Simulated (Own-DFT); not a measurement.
# What a defect does to the pressure of its cell: zincblende GaAs

No measurement is shown. These are fixed-geometry runs of a retired plane-wave code named Own-DFT, which no person has reviewed; spin and spin-orbit coupling are neglected.

Common settings: PBE; PseudoDojo norm-conserving scalar-relativistic files; cutoff 42 hartree; 3 x 3 x 3 k mesh centred on Gamma; Fermi-Dirac smearing of 0.1 eV.

Caveats (not all hold for every row): not probed for a lower state with spin; forces not confirmed at this smearing and k mesh; stress not checked against mesh or cutoff.

All runs share one cell, with vectors in Å (10.862, 0.000, 0.000); (0.000, 10.862, 0.000); (0.000, 0.000, 11.796) and a volume of 1391.7 Å³, strained against the parent crystal. u is the rms random offset of the atoms per axis. The defect's site can differ from row to row.

```
                             cell     formula   u (Å)  P (GPa)
                        no defect    As32Ga32  0.0294     6.60
                        no defect    As32Ga32  0.0473     7.01
                        no defect    As32Ga32  0.0475     6.99
one As vacancy and one Ga vacancy    As31Ga31  0.0285     5.99
one As vacancy and one Ga vacancy    As31Ga31  0.0465     6.25
one As vacancy and one Ga vacancy    As31Ga31  0.0480     6.30
              one Al on a Ga site  AlAs32Ga31  0.0284     6.64
              one Al on a Ga site  AlAs32Ga31  0.0285     6.64
              one Al on a Ga site  AlAs32Ga31  0.0520     7.19
              one In on a Ga site  As32Ga31In  0.0288     7.35
              one In on a Ga site  As32Ga31In  0.0294     7.43
              one In on a Ga site  As32Ga31In  0.0313     7.52
              one P on an As site   As31Ga32P  0.0312     6.37
              one P on an As site   As31Ga32P  0.0317        ?
              one P on an As site   As31Ga32P  0.0478     6.72
              one P on an As site   As31Ga32P  0.0541     6.93
```

## What the rows give

P = P0 + c u² + a shift for each defect gives P0 = 6.38 GPa, c = 272 ± 17 GPa/Å² and a scatter of 0.05 GPa. The shifts, and each times the cell's volume:

- one In on a Ga site: 0.81 ± 0.04 GPa, 7.0 eV
- one Al on a Ga site: 0.05 ± 0.04 GPa, 0.4 eV (not resolved)
- one P on an As site: -0.27 ± 0.04 GPa, -2.3 eV
- one As vacancy and one Ga vacancy: -0.68 ± 0.04 GPa, -5.9 eV

Against the defect-free cell, a freed cell would be larger where the shift is positive and smaller where it is negative (160.2 GPa Å³ is 1 eV). The atoms around the defects weren't relaxed, which would change these numbers.

## Withheld run

The question: what pressure belongs in the blank (one P on an As site, u = 0.0317 Å)?

Estimate: 6.39 ± 0.06 GPa. Computed: 6.41 GPa.
